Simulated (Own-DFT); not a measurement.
# Response to strain: wurtzite AlN, 72 atoms (Al36N36)

All numbers below are calculated, not measured. They come from Own-DFT, an in-house plane-wave density functional program, since retired, whose code no person has reviewed. Each row is one single-point run on a periodic cell that was not relaxed, without spin or spin-orbit coupling.

Settings of every run: PBE; PseudoDojo norm-conserving scalar-relativistic files; cutoff 42 hartree; 3 x 3 x 2 k mesh centred on Gamma; Fermi-Dirac smearing of 0.1 eV.

Known limits: forces on such cells moved up to 12 meV/angstrom on a denser k mesh; stress not checked against mesh or cutoff.

Unstrained cell vectors in Å: (9.336, 0.000, 0.000); (-4.668, 8.085, 0.000); (0.000, 0.000, 9.964). The unstrained cell has measured lattice constants (interpolated for alloys), not those of this functional. That, the random moves and any unrelaxed bonds set the pressure at no strain. Each run strains this cell uniformly, with the atoms carried along. Every atom was also moved at random, by a Gaussian of width 0.05 Å on each axis. Strain is the symmetric tensor, in per cent. Stress is positive in tension, and the pressure is minus a third of its trace.

| run | e_xx (%) | e_yy (%) | e_zz (%) | e_yz (%) | e_xz (%) | e_xy (%) | s_xx (GPa) | s_yy (GPa) | s_zz (GPa) | s_yz (GPa) | s_xz (GPa) | s_xy (GPa) | P (GPa) | E (meV/atom) |
|---|---|---|---|---|---|---|---|---|---|---|---|---|---|---|
| 1 | 1.80 | -1.25 | 1.12 | -1.48 | 0.34 | -0.10 | 1.09 | -7.57 | -0.19 | -3.45 | 1.73 | -0.92 | 2.22 | 2.9 |
| 2 | -0.32 | 1.32 | 1.42 | 0.62 | -0.60 | -0.61 | -6.01 | 0.73 | 0.97 | 1.75 | -1.92 | -2.60 | 1.44 | 23.8 |
| 3 | -0.86 | -0.19 | -1.76 | 1.52 | 0.40 | 1.03 | -12.29 | -6.13 | -17.61 | 2.78 | 1.35 | 6.75 | 12.01 | 27.6 |
| 4 | -1.20 | -1.38 | 1.53 | 0.39 | 1.20 | -0.34 | -13.13 | -11.68 | -1.62 | 2.34 | 2.58 | -0.45 | 8.81 | 41.6 |
| 5 | 0.16 | 1.96 | 1.22 | 0.78 | -0.69 | -0.60 | -3.17 | 3.29 | 2.25 | 2.63 | -1.02 | -2.05 | -0.79 | 5.4 |
| 6 | -0.35 | -1.93 | 1.81 | 0.84 | 0.77 | -0.01 | -7.00 | -16.58 | 0.63 | 2.37 | 1.13 | -0.44 | 7.65 | 32.2 |
| 7 | 0.37 | -1.43 | -1.95 | 1.58 | -0.50 | -1.57 | -6.64 | -13.29 | -17.84 | 3.15 | -1.65 | -4.02 | 12.59 | 39.5 |
| 8 | 1.88 | 1.91 | 1.60 | -1.28 | 0.91 | 0.92 | 5.22 | 5.45 | 3.73 | -2.79 | 2.14 | 3.81 | -4.80 | 0.0 |
| 9 | -1.61 | 1.06 | -0.67 | -0.88 | 1.64 | -1.03 | -13.24 | -3.04 | -9.85 | -1.50 | 4.89 | -4.31 | 8.71 | 31.1 |
| 10 | -0.75 | 0.68 | 0.85 | -1.14 | 0.82 | -0.89 | -10.54 | -3.31 | -0.94 | -2.79 | 2.13 | -4.89 | 4.93 | 28.7 |
| 11 | 0.10 | -0.65 | 0.28 | -0.21 | -0.43 | 1.55 | -8.05 | -7.80 | -4.02 | -0.17 | -0.61 | 5.20 | 6.62 | 21.3 |
| 12 | -0.93 | -1.98 | -1.35 | -0.32 | -1.45 | -1.20 | -12.15 | -18.54 | -15.76 | -1.20 | -3.86 | -4.56 | 15.48 | 45.0 |
| 13 | -0.83 | 1.34 | 1.65 | -0.97 | 0.63 | 1.74 | -7.40 | 0.78 | 1.66 | -1.56 | 1.62 | 6.47 | 1.65 | 15.1 |
| 14 | -0.43 | -0.88 | 1.24 | -0.48 | 1.04 | 0.77 | -8.94 | -8.13 | 0.00 | -0.10 | 2.57 | 1.86 | 5.69 | 9.9 |
| 15 | -0.98 | 1.51 | 0.84 | -1.40 | 1.89 | 0.65 | -6.05 | -1.64 | -0.54 | -4.25 | 5.03 | 3.03 | 2.74 | 8.1 |
| 16 | 1.12 | -0.67 | -1.36 | 0.51 | 1.27 | 1.39 | -3.53 | -7.86 | -13.81 | 1.88 | 4.32 | 4.36 | 8.40 | 41.1 |
| 17 | 1.74 | -0.08 | 0.61 | -0.54 | 1.65 | 0.24 | 4.03 | -3.86 | -2.95 | -1.35 | 4.04 | 1.08 | 0.93 | 1.1 |
| 18 | 0.38 | -0.17 | 0.35 | -1.67 | 1.44 | 0.74 | ? | ? | ? | ? | ? | ? | ? | ? |

E is the free energy for each atom above the lowest run shown.

## Worked fit

Each stress component was fitted by least squares to a constant and the strains of the runs shown, as fractions, with shears doubled. Shear strains stay in the fit of a normal stress only where such slopes are resolved. The slopes, in GPa:

| stress | at no strain | per e_xx | per e_yy | per e_zz | scatter |
|---|---|---|---|---|---|
| s_xx | -6.3 | 465 ± 32 | 95 ± 28 | 67 ± 29 | 1.41 |
| s_yy | -5.7 | 126 ± 33 | 459 ± 28 | 38 ± 29 | 1.43 |
| s_zz | -6.6 | 56 ± 22 | 84 ± 19 | 523 ± 20 | 0.96 |

Each shear stress against twice its own strain: yz 126 ± 10, xz 126 ± 8, xy 190 ± 14 GPa. These are stiffnesses along x, y and z of the frame in which the cell vectors are given, which need not be the crystal's axes. The atoms are held to the strained lattice; where symmetry lets them move under strain, relaxing them would lower some slopes. The table should be nearly symmetric about its diagonal, and what it lacks of that shows the noise. A ninth of its sum, 213 ± 4 GPa, estimates the bulk modulus near the mean pressure of these runs, 5.5 GPa, so it lies above the value at zero pressure.

## Withheld run

Question: what normal stresses and pressure should run 18 give?

The fit gives s_xx = -4.5, s_yy = -5.9, s_zz = -4.7 and P = 5.0 GPa. The calculation gave -4.18, -4.17, -4.83 and P = 4.39 GPa.
